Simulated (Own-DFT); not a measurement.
Si4SnGe11 (diamond-structure random alloy, strained, atoms displaced) (calculated)

Computed with Own-DFT development build. A calculation, not a measurement: plane-wave density functional theory by an unreviewed code, no spin, of a simulated periodic cell, stress positive in tension, run twice, with PBE and with PBEsol, both on files made for PBE, so the change isn't that of files made for PBEsol, forces on such cells moved up to 12 meV/angstrom on a denser k mesh; the far tail of each file's local potential was reset to the Coulomb form; each entry is a single point on an unrelaxed cell, so the pressure reflects the starting lattice, mostly measured values (interpolated for alloys), from which strain is counted, and rises with the displacements; printed positions are rounded, which can move forces by about a meV/angstrom; the program, named Own-DFT, is a retired in-house code; no spin-orbit coupling; stress was not checked against mesh or cutoff.

Settings shared by all entries: functional PBE, then PBEsol; potential files PseudoDojo norm-conserving, scalar-relativistic, standard set; wave cutoff 49 hartree; occupations Fermi-Dirac; smearing width 0.1 eV; k mesh 3 x 3 x 3 centred on Gamma.

(1) Si4SnGe11 (diamond-structure random alloy, strained, atoms displaced)

```xyz
64
Lattice="11.6173 0.0000 0.0000 0.0000 11.6173 0.0000 0.0000 0.0000 11.3064" Properties=species:S:1:pos:R:3 Si4SnGe11
Ge     0.0803    11.5968     0.0109
Si    11.5705     2.8350     2.8570
Ge     2.8891    11.5583     2.8770
Ge     3.0514     2.9206     0.0364
Ge     1.5063     1.3825     1.3606
Si     1.4580     4.3582     4.2503
Ge     4.2633     1.4542     4.1832
Si     4.4078     4.3910     1.3939
Ge     0.0086     0.0778     5.7112
Ge     0.0161     2.9497     8.4793
Sn     2.8954    11.6036     8.4906
Ge     2.9218     2.9262     5.6608
Ge     1.3577     1.4042     7.1242
Si     1.3888     4.4254     9.9201
Ge     4.3065     1.4759     9.9374
Ge     4.3389     4.3927     7.0991
Ge    11.5978     5.8236    11.3015
Ge     0.0338     8.7395     2.8648
Ge     2.9529     5.8259     2.8565
Si     2.9493     8.6672     0.0162
Si     1.4026     7.2430     1.3226
Ge     1.5080    10.1869     4.2747
Si     4.3935     7.2237     4.2799
Si     4.3076    10.1814     1.4053
Ge     0.0364     5.7890     5.7011
Sn     0.0134     8.6776     8.4890
Ge     2.8613     5.8759     8.4737
Sn     2.8643     8.7724     5.6087
Ge     1.4425     7.3007     7.0227
Si     1.4497    10.0789     9.8705
Ge     4.3127     7.2060     9.9135
Ge     4.3130    10.2859     7.1050
Ge     5.8526     0.0616     0.0021
Ge     5.8266     2.8743     2.8122
Ge     8.6656     0.0595     2.8237
Si     8.6950     2.8935     0.0498
Ge     7.2235     1.4699     1.4441
Ge     7.1916     4.3912     4.2480
Ge    10.1885     1.4988     4.3300
Ge    10.1140     4.3197     1.3507
Ge     5.7866     0.0354     5.6317
Ge     5.8290     3.0515     8.5586
Sn     8.7290    11.5241     8.5322
Ge     8.7980     2.8479     5.5687
Si     7.3224     1.4022     6.9952
Ge     7.3200     4.4497     9.9199
Si    10.1191     1.4005     9.8581
Ge    10.2254     4.2898     7.0372
Si     5.7966     5.7738     0.0326
Ge     5.8077     8.6512     2.7708
Ge     8.7542     5.7886     2.8062
Ge     8.6199     8.7297     0.1098
Ge     7.2479     7.2935     1.3696
Ge     7.2735    10.0743     4.2415
Si    10.1571     7.2803     4.1215
Ge    10.2094    10.1582     1.4856
Ge     5.8224     5.8704     5.6856
Si     5.8394     8.6261     8.4451
Ge     8.6605     5.8368     8.5139
Ge     8.7372     8.7756     5.5427
Ge     7.2302     7.2517     7.0097
Si     7.2582    10.1565     9.7949
Ge    10.2152     7.2281     9.9794
Ge    10.1521    10.1580     7.0081
```

```
PBE pressure                                      : 0.51 GPa
PBE stress xx                                     : 0.06 GPa
PBE stress yy                                     : 0.09 GPa
PBE stress zz                                     : -1.68 GPa
PBE stress yz                                     : -0.42 GPa
PBE stress xz                                     : -0.05 GPa
PBE stress xy                                     : -0.21 GPa
PBEsol pressure                                   : -1.91 GPa
PBEsol stress xx                                  : 2.47 GPa
PBEsol stress yy                                  : 2.5 GPa
PBEsol stress zz                                  : 0.75 GPa
PBEsol stress yz                                  : -0.4 GPa
PBEsol stress xz                                  : -0.04 GPa
PBEsol stress xy                                  : -0.21 GPa
rms change of force components from PBE to PBEsol : 0.047 eV/Å
```

Force:
```tsv
force element	PBE force x (eV/Å)	PBE force y (eV/Å)	PBE force z (eV/Å)	PBEsol force x (eV/Å)	PBEsol force y (eV/Å)	PBEsol force z (eV/Å)
Ge	-0.787	-0.382	-0.895	-0.751	-0.365	-0.81
Si	0.837	0.674	-0.399	0.787	0.627	-0.409
Ge	0.173	0.149	-1.089	0.137	0.18	-1.016
Ge	-1.493	0.868	0.085	-1.44	0.763	0.062
Ge	-0.056	0.992	0.914	-0.035	0.917	0.864
Si	-0.232	-0.333	-0.405	-0.196	-0.297	-0.361
Ge	0.779	0.149	0.424	0.755	0.135	0.417
Si	0.158	-0.006	0.538	0.112	-0.055	0.569
Ge	-0.318	-1.002	-0.7	-0.309	-0.963	-0.664
Ge	-0.277	-0.437	0.977	-0.278	-0.432	0.873
Sn	-1.073	0.504	1.362	-1.007	0.528	1.275
Ge	-0.777	-0.067	0.056	-0.72	-0.089	0.072
Ge	0.425	1.715	-0.639	0.4	1.656	-0.625
Si	0.947	-0.55	-0.09	0.921	-0.532	-0.097
Ge	1.674	0.696	0.012	1.619	0.688	0.03
Ge	0.111	0.133	-0.009	0.111	0.129	-0.001
Ge	0.346	-0.742	0.413	0.259	-0.708	0.387
Ge	0.241	-0.607	-0.372	0.228	-0.52	-0.366
Ge	-0.471	-0.177	-0.411	-0.455	-0.174	-0.395
Si	-0.764	0.481	-0.007	-0.714	0.431	-0.048
Si	0.933	0.503	0.883	0.872	0.46	0.888
Ge	-2.379	1.554	-1.217	-2.296	1.508	-1.186
Si	0.411	0.015	-0.98	0.407	0.01	-0.966
Si	0.467	-0.389	-0.103	0.491	-0.339	-0.063
Ge	-0.366	0.241	-1.154	-0.349	0.235	-1.056
Sn	-0.732	0.236	-0.131	-0.743	0.184	-0.174
Ge	-0.465	-0.683	0.067	-0.416	-0.626	0.04
Sn	1.999	-1.122	0.807	1.889	-1.043	0.821
Ge	0.211	-1.737	0.077	0.198	-1.69	0.084
Si	0.818	0.345	2.162	0.767	0.369	2.092
Ge	0.921	0.435	0.172	0.858	0.386	0.124
Ge	2.773	-1.889	-0.907	2.655	-1.799	-0.912
Ge	-0.554	-1.083	-0.366	-0.54	-0.983	-0.344
Ge	-0.879	0.73	0.069	-0.822	0.673	0.086
Ge	0.654	-0.526	0.576	0.63	-0.517	0.56
Si	0.025	-0.449	-0.98	-0.005	-0.403	-0.928
Ge	0.695	0.242	-0.466	0.636	0.208	-0.417
Ge	0.792	-0.323	-0.019	0.77	-0.318	-0.028
Ge	0.484	-0.988	-1.633	0.427	-0.97	-1.537
Ge	0.721	-0.39	0.707	0.691	-0.31	0.695
Ge	0.34	-0.038	-0.089	0.29	-0.071	-0.108
Ge	0.221	-1.337	-0.683	0.186	-1.257	-0.639
Sn	-0.193	1.082	-1.219	-0.137	1.016	-1.244
Ge	-1.604	1.055	1.259	-1.5	1.031	1.196
Si	-0.861	1.229	0.032	-0.842	1.2	0.019
Ge	-0.435	-0.677	0.988	-0.429	-0.651	0.89
Si	1.394	1.675	1.685	1.398	1.609	1.62
Ge	-0.949	0.633	0.211	-0.896	0.605	0.198
Si	0.072	0.326	-0.198	0.118	0.362	-0.241
Ge	-0.775	0.418	0.439	-0.678	0.4	0.428
Ge	-0.549	0.298	-0.077	-0.562	0.259	-0.112
Ge	0.995	0.759	-1.375	0.985	0.696	-1.292
Ge	-0.461	-1.366	0.454	-0.414	-1.273	0.466
Ge	-0.97	1.216	-0.762	-0.927	1.171	-0.736
Si	0.379	-0.294	0.999	0.366	-0.279	0.974
Ge	-0.492	0.483	-0.347	-0.477	0.462	-0.331
Ge	-0.783	-0.696	-0.364	-0.717	-0.7	-0.319
Si	-0.581	0.946	0.394	-0.6	0.885	0.353
Ge	1.164	0.142	-0.673	1.117	0.129	-0.634
Ge	0.525	-1.366	0.512	0.474	-1.277	0.512
Ge	0.9	0.814	0.436	0.884	0.745	0.393
Si	-1.843	-1.911	1.952	-1.772	-1.84	1.944
Ge	-1.985	0.087	0.187	-1.915	0.07	0.179
Ge	0.521	-0.256	-1.089	0.502	-0.245	-1.056
```

(2) Si4SnGe11 (diamond-structure random alloy, strained, atoms displaced)

```xyz
64
Lattice="11.6173 0.0000 0.0000 0.0000 11.6173 0.0000 0.0000 0.0000 11.3064" Properties=species:S:1:pos:R:3 Si4SnGe11
Si     0.0176    11.5967     0.0250
Sn     0.0310     2.9417     2.8709
Ge     2.8818     0.0316     2.8117
Ge     2.8858     2.9849     0.0724
Ge     1.4598     1.5886     1.4407
Ge     1.5575     4.3205     4.2303
Ge     4.3506     1.4349     4.2757
Ge     4.2535     4.3043     1.4698
Ge     0.0208    11.6028     5.6640
Si    11.5318     2.9168     8.4348
Ge     2.9181     0.0036     8.4764
Sn     2.9785     2.8693     5.6953
Si     1.4145     1.4477     6.9769
Ge     1.4571     4.3356     9.8964
Ge     4.3076     1.5019     9.8479
Ge     4.3602     4.2347     7.0679
Ge     0.0040     5.7341    11.2573
Si     0.0605     8.6950     2.8551
Sn     2.9686     5.8187     2.8304
Ge     2.8860     8.6578     0.0787
Si     1.4487     7.2288     1.4206
Ge     1.5006    10.1763     4.3071
Si     4.4021     7.2480     4.1947
Ge     4.3711    10.2442     1.3840
Ge    11.5783     5.7906     5.6221
Si    11.5895     8.6815     8.4608
Ge     2.8985     5.8557     8.4818
Ge     2.9357     8.6992     5.6503
Ge     1.3331     7.3360     7.0664
Ge     1.4397    10.2511     9.7992
Ge     4.3370     7.3006     9.8425
Ge     4.2754    10.2173     7.0435
Ge     5.8668    11.6035    11.1687
Ge     5.7567     2.8943     2.8469
Ge     8.6982    11.5534     2.9128
Ge     8.7170     2.8399     0.0242
Si     7.2366     1.4344     1.4634
Ge     7.2396     4.3139     4.2493
Si    10.2332     1.4670     4.2189
Ge    10.1404     4.4386     1.3750
Ge     5.8253    11.6014     5.6832
Ge     5.8555     2.9026     8.4062
Ge     8.6999     0.1192     8.4845
Ge     8.6297     2.8533     5.6704
Ge     7.2123     1.3643     6.9358
Ge     7.2624     4.3704     9.8302
Si    10.1960     1.4971     9.8565
Sn    10.2429     4.3539     7.0261
Ge     5.7822     5.8640     0.0837
Ge     5.9000     8.7924     2.9489
Si     8.7479     5.8531     2.7473
Si     8.6974     8.6638    11.2970
Ge     7.2089     7.1923     1.3928
Si     7.3290    10.2007     4.2489
Ge    10.0871     7.2366     4.3189
Ge    10.1031    10.0813     1.4175
Ge     5.8179     5.7865     5.6092
Ge     5.7656     8.6903     8.6009
Si     8.7337     5.8422     8.5283
Ge     8.6647     8.7064     5.5911
Ge     7.2190     7.2498     7.0568
Si     7.1584    10.2452     9.8732
Ge    10.1951     7.2277     9.9299
Si    10.0999    10.2146     7.0301
```

```
PBE pressure                                      : 0.54 GPa
PBE stress xx                                     : 0.04 GPa
PBE stress yy                                     : 0.01 GPa
PBE stress zz                                     : -1.65 GPa
PBE stress yz                                     : -0.43 GPa
PBE stress xz                                     : 0.16 GPa
PBE stress xy                                     : -0.57 GPa
PBEsol pressure                                   : -1.88 GPa
PBEsol stress xx                                  : 2.45 GPa
PBEsol stress yy                                  : 2.43 GPa
PBEsol stress zz                                  : 0.77 GPa
PBEsol stress yz                                  : -0.4 GPa
PBEsol stress xz                                  : 0.15 GPa
PBEsol stress xy                                  : -0.53 GPa
rms change of force components from PBE to PBEsol : 0.046 eV/Å
```

Force:
```tsv
force element	PBE force x (eV/Å)	PBE force y (eV/Å)	PBE force z (eV/Å)	PBEsol force x (eV/Å)	PBEsol force y (eV/Å)	PBEsol force z (eV/Å)
Si	-0.397	0.585	-0.352	-0.358	0.543	-0.316
Sn	-1.258	0.742	-0.281	-1.152	0.762	-0.315
Ge	0.101	0.056	0.047	0.109	0.062	0.06
Ge	-0.009	-0.794	-1.125	-0.016	-0.76	-1.07
Ge	0.567	-2.32	-1.348	0.584	-2.21	-1.277
Ge	-0.949	1.313	1.284	-0.925	1.269	1.234
Ge	1.164	-1.332	-1.336	1.127	-1.277	-1.299
Ge	2.394	-0.502	-1.199	2.307	-0.491	-1.157
Ge	-0.664	0.178	0	-0.604	0.143	-0.035
Si	2.134	-1.837	1.297	2.102	-1.732	1.256
Ge	-0.703	0.95	-0.67	-0.652	0.886	-0.627
Sn	-1.498	-0.529	-0.261	-1.403	-0.476	-0.298
Si	-0.863	-0.544	1.946	-0.819	-0.567	1.874
Ge	-0.18	-0.219	-0.767	-0.153	-0.173	-0.7
Ge	0.463	0.204	0.352	0.455	0.183	0.329
Ge	1.328	2.794	1.37	1.299	2.695	1.323
Ge	0.413	0.838	0.584	0.369	0.777	0.542
Si	-0.373	-0.23	-0.001	-0.397	-0.186	0.039
Sn	-1.003	1.096	0.155	-0.976	0.959	0.141
Ge	-0.216	0.671	-0.625	-0.16	0.676	-0.638
Si	-1.202	0.688	-0.459	-1.145	0.637	-0.49
Ge	-0.34	-0.325	-0.914	-0.303	-0.286	-0.857
Si	1.087	1.351	1.38	1.073	1.324	1.351
Ge	0.262	-0.561	0.214	0.243	-0.544	0.204
Ge	1.826	1.141	-1.235	1.758	1.109	-1.187
Si	-0.737	1.216	0.125	-0.686	1.155	0.149
Ge	-0.21	-0.471	-0.555	-0.201	-0.457	-0.522
Ge	0.032	-0.525	-0.166	-0.006	-0.457	-0.132
Ge	0.696	-0.543	-0.226	0.709	-0.563	-0.254
Ge	-0.49	-1.155	1.002	-0.413	-1.11	0.957
Ge	-0.433	-0.634	1.4	-0.416	-0.603	1.352
Ge	0.923	-0.756	0.448	0.882	-0.723	0.437
Ge	-0.833	1.214	1.437	-0.879	1.191	1.409
Ge	0.391	-0.381	-0.277	0.342	-0.341	-0.226
Ge	0.531	1.098	-0.733	0.547	1.043	-0.74
Ge	-0.196	0.2	-0.225	-0.184	0.253	-0.219
Si	0.077	-0.287	-0.261	0.073	-0.277	-0.255
Ge	0.63	0.578	-0.885	0.572	0.532	-0.823
Si	-1.601	-1.242	1.237	-1.571	-1.222	1.217
Ge	-0.617	-0.161	-0.105	-0.557	-0.182	-0.145
Ge	-0.56	-1.017	-1.145	-0.566	-0.937	-1.072
Ge	0.036	-0.441	0.344	0.017	-0.421	0.324
Ge	0.028	-0.926	-0.021	-0.015	-0.868	-0.063
Ge	0.575	-0.524	-1.11	0.519	-0.492	-1.058
Ge	0.519	0.856	1.396	0.5	0.838	1.353
Ge	0.171	0.181	0.755	0.139	0.142	0.75
Si	0.331	-0.35	0.655	0.25	-0.347	0.65
Sn	-2.188	0.122	0.63	-2.133	0.142	0.532
Ge	-0.813	-1.277	-1.249	-0.779	-1.223	-1.202
Ge	-0.656	-0.346	-0.881	-0.643	-0.347	-0.904
Si	-0.57	-0.345	0.746	-0.556	-0.337	0.733
Si	-0.611	0.397	-0.358	-0.569	0.358	-0.32
Ge	1.067	1.307	0.831	0.972	1.256	0.79
Si	-0.641	-0.194	0.725	-0.624	-0.195	0.702
Ge	0.718	0.124	-1.542	0.696	0.125	-1.436
Ge	0.711	0.079	0.009	0.663	0.103	0.043
Ge	-0.598	0.032	0.294	-0.541	-0.004	0.309
Ge	0.56	1.085	-1.453	0.501	1.008	-1.426
Si	-0.49	0.35	-0.189	-0.48	0.345	-0.18
Ge	-0.018	0.694	0.988	-0.008	0.603	0.955
Ge	0.327	0.02	0.621	0.29	0.037	0.569
Si	1.925	-1.34	-0.423	1.847	-1.285	-0.441
Ge	-0.388	0.581	-0.409	-0.342	0.52	-0.366
Si	0.322	-0.629	0.513	0.288	-0.584	0.469
```

(3) Si4SnGe11 (diamond-structure random alloy, strained, atoms displaced)

```xyz
64
Lattice="11.6173 0.0000 0.0000 0.0000 11.6173 0.0000 0.0000 0.0000 11.3064" Properties=species:S:1:pos:R:3 Si4SnGe11
Ge    11.5362    11.5710     0.1058
Ge     0.0495     2.9661     2.8050
Ge     2.7950    11.6007     2.7965
Si     2.9098     2.9508     0.0926
Si     1.4194     1.5271     1.4807
Ge     1.4496     4.3602     4.2563
Ge     4.4242     1.5051     4.2329
Ge     4.3743     4.3497     1.4518
Ge     0.0202    11.5805     5.7396
Ge     0.0379     2.9595     8.5024
Ge     2.9147    11.5826     8.5331
Ge     2.8842     2.8253     5.6747
Ge     1.4493     1.4998     7.0474
Si     1.4713     4.2860     9.9195
Ge     4.3151     1.4892     9.9211
Ge     4.3402     4.3105     7.0727
Ge    11.5494     5.8273    11.2321
Ge    11.5793     8.6888     2.7812
Ge     2.8678     5.8132     2.8391
Ge     2.9165     8.7176    11.2596
Ge     1.4066     7.2821     1.4668
Sn     1.4504    10.0668     4.2705
Ge     4.3658     7.3026     4.1596
Ge     4.3389    10.1878     1.3784
Ge     0.0208     5.8923     5.6188
Ge    11.5827     8.8182     8.4856
Ge     2.8907     5.8010     8.5044
Ge     2.9390     8.6607     5.6005
Sn     1.4366     7.1972     6.9852
Ge     1.3355    10.2210     9.8837
Si     4.3220     7.3306     9.9728
Si     4.3844    10.1533     7.0030
Ge     5.8057     0.0610    11.2709
Sn     5.8134     2.9450     2.8919
Si     8.6453     0.0159     2.8804
Ge     8.6909     2.8614     0.0045
Ge     7.1755     1.4207     1.4063
Ge     7.2758     4.3627     4.3092
Ge    10.1683     1.5943     4.2192
Si    10.1046     4.3683     1.3502
Ge     5.8597     0.0198     5.6176
Ge     5.8023     2.8682     8.5111
Ge     8.6643    11.4753     8.4703
Ge     8.6125     2.9154     5.6267
Sn     7.2025     1.4146     6.9770
Ge     7.1843     4.3887     9.9597
Ge    10.1856     1.4352     9.8589
Si    10.1042     4.3466     7.0820
Si     5.8050     5.7528     0.0288
Si     5.8368     8.6066     2.8667
Ge     8.8079     5.8695     2.7986
Ge     8.6945     8.7175    11.1997
Ge     7.3698     7.2379     1.4065
Ge     7.2817    10.1152     4.2108
Ge    10.2234     7.2796     4.3255
Si    10.1627    10.1737     1.4650
Si     5.8755     5.7695     5.6097
Si     5.7745     8.7373     8.4993
Ge     8.6625     5.8411     8.4982
Si     8.7493     8.6812     5.6387
Si     7.3030     7.3388     7.0106
Si     7.3592    10.1908     9.9216
Ge    10.1869     7.2514     9.8728
Ge    10.1327    10.0850     7.1391
```

```
PBE pressure                                      : 0.41 GPa
PBE stress xx                                     : 0.22 GPa
PBE stress yy                                     : 0.18 GPa
PBE stress zz                                     : -1.63 GPa
PBE stress yz                                     : 0.09 GPa
PBE stress xz                                     : -0.14 GPa
PBE stress xy                                     : -0.17 GPa
PBEsol pressure                                   : -2.02 GPa
PBEsol stress xx                                  : 2.64 GPa
PBEsol stress yy                                  : 2.6 GPa
PBEsol stress zz                                  : 0.81 GPa
PBEsol stress yz                                  : 0.09 GPa
PBEsol stress xz                                  : -0.13 GPa
PBEsol stress xy                                  : -0.17 GPa
rms change of force components from PBE to PBEsol : 0.046 eV/Å
```

Force:
```tsv
force element	PBE force x (eV/Å)	PBE force y (eV/Å)	PBE force z (eV/Å)	PBEsol force x (eV/Å)	PBEsol force y (eV/Å)	PBEsol force z (eV/Å)
Ge	0.532	1.007	-0.037	0.526	0.976	-0.106
Ge	-0.765	0.4	-0.483	-0.745	0.391	-0.398
Ge	1.317	1.282	-0.473	1.304	1.203	-0.437
Si	-0.602	-0.448	-0.323	-0.513	-0.436	-0.306
Si	0.365	-0.473	-0.847	0.323	-0.497	-0.787
Ge	0.205	0.013	0.234	0.198	0.02	0.215
Ge	-2.11	-2.079	0.92	-2.034	-2.005	0.905
Ge	-1.089	1.226	-1.147	-1.051	1.186	-1.048
Ge	-1.246	0.926	0.13	-1.192	0.895	0.137
Ge	-0.405	-0.038	-0.378	-0.393	-0.102	-0.376
Ge	-0.01	0.155	-0.861	-0.042	0.183	-0.807
Ge	0.427	0.734	-0.453	0.415	0.71	-0.428
Ge	-0.111	-0.779	0.9	-0.105	-0.753	0.866
Si	0.25	0.684	0.403	0.206	0.706	0.349
Ge	-0.287	0.15	0.233	-0.231	0.109	0.196
Ge	0.412	0.514	-0.157	0.37	0.461	-0.127
Ge	0.832	-0.888	0.776	0.791	-0.798	0.743
Ge	-1.038	-0.168	-0.235	-0.959	-0.206	-0.19
Ge	0.202	0.024	-0.164	0.194	0.027	-0.153
Ge	-0.826	0.32	0.429	-0.834	0.35	0.457
Ge	0.304	-0.473	-1.078	0.29	-0.45	-1.03
Sn	-0.582	0.838	-0.362	-0.558	0.807	-0.356
Ge	0.493	-1.115	0.663	0.401	-1.089	0.651
Ge	0.508	-0.335	0.454	0.456	-0.297	0.412
Ge	-1.934	-3.009	-0.722	-1.849	-2.876	-0.731
Ge	0.139	-1.093	0.379	0.116	-1.043	0.366
Ge	0.886	-0.718	1.211	0.85	-0.704	1.112
Ge	2.111	0.116	0.888	2.005	0.082	0.82
Sn	0.76	1.586	1.98	0.742	1.538	1.904
Ge	0.823	-0.095	0.614	0.793	-0.095	0.587
Si	0.975	-1.058	-0.797	0.888	-1.031	-0.771
Si	0.027	-0.076	0.575	-0.005	-0.039	0.524
Ge	0.068	-0.956	-0.253	0.036	-0.883	-0.211
Sn	0.779	0.228	-0.703	0.749	0.215	-0.68
Si	0.814	0.041	-0.639	0.76	0.072	-0.596
Ge	0.019	0.215	0.036	-0.017	0.182	0.008
Ge	1.463	-0.57	-0.091	1.382	-0.524	-0.124
Ge	0.92	1.729	-0.282	0.916	1.617	-0.294
Ge	-0.15	-1.285	0.144	-0.134	-1.209	0.16
Si	0.561	-0.075	0.182	0.547	-0.067	0.178
Ge	-2.178	-2.285	-1.459	-2.085	-2.173	-1.438
Ge	-0.675	0.94	0.483	-0.668	0.91	0.464
Ge	0.788	0.788	0.37	0.814	0.786	0.319
Ge	2.15	0.971	-0.024	2.05	0.921	-0.062
Sn	1.095	0.333	2.063	1.054	0.326	1.987
Ge	0.412	-0.336	-0.388	0.435	-0.367	-0.408
Ge	-0.312	-0.319	0.078	-0.304	-0.31	0.086
Si	0.2	0.361	-0.149	0.192	0.354	-0.143
Si	-0.484	1.197	0.143	-0.443	1.132	0.171
Si	0.281	0.982	-1.115	0.274	0.958	-1.087
Ge	0.011	-0.821	0.631	-0.019	-0.755	0.63
Ge	0.725	0.238	1.083	0.724	0.161	1.059
Ge	-1.249	0.163	-0.266	-1.147	0.151	-0.253
Ge	0.032	-0.26	0.107	0.002	-0.215	0.137
Ge	-0.755	0.355	-0.996	-0.682	0.307	-1.001
Si	-1.202	-0.138	0.125	-1.139	-0.168	0.09
Si	-0.629	0.949	0.77	-0.64	0.887	0.721
Si	0.487	0.097	-0.127	0.481	0.1	-0.119
Ge	0.008	-0.111	-0.578	0.022	-0.107	-0.504
Si	-0.29	0.283	0.306	-0.234	0.315	0.262
Si	-0.801	-0.468	0.299	-0.761	-0.492	0.332
Si	-1.888	-0.367	-0.267	-1.814	-0.332	-0.237
Ge	-0.351	0.497	-0.558	-0.347	0.482	-0.531
Ge	-0.415	0.493	-1.195	-0.364	0.505	-1.111
```
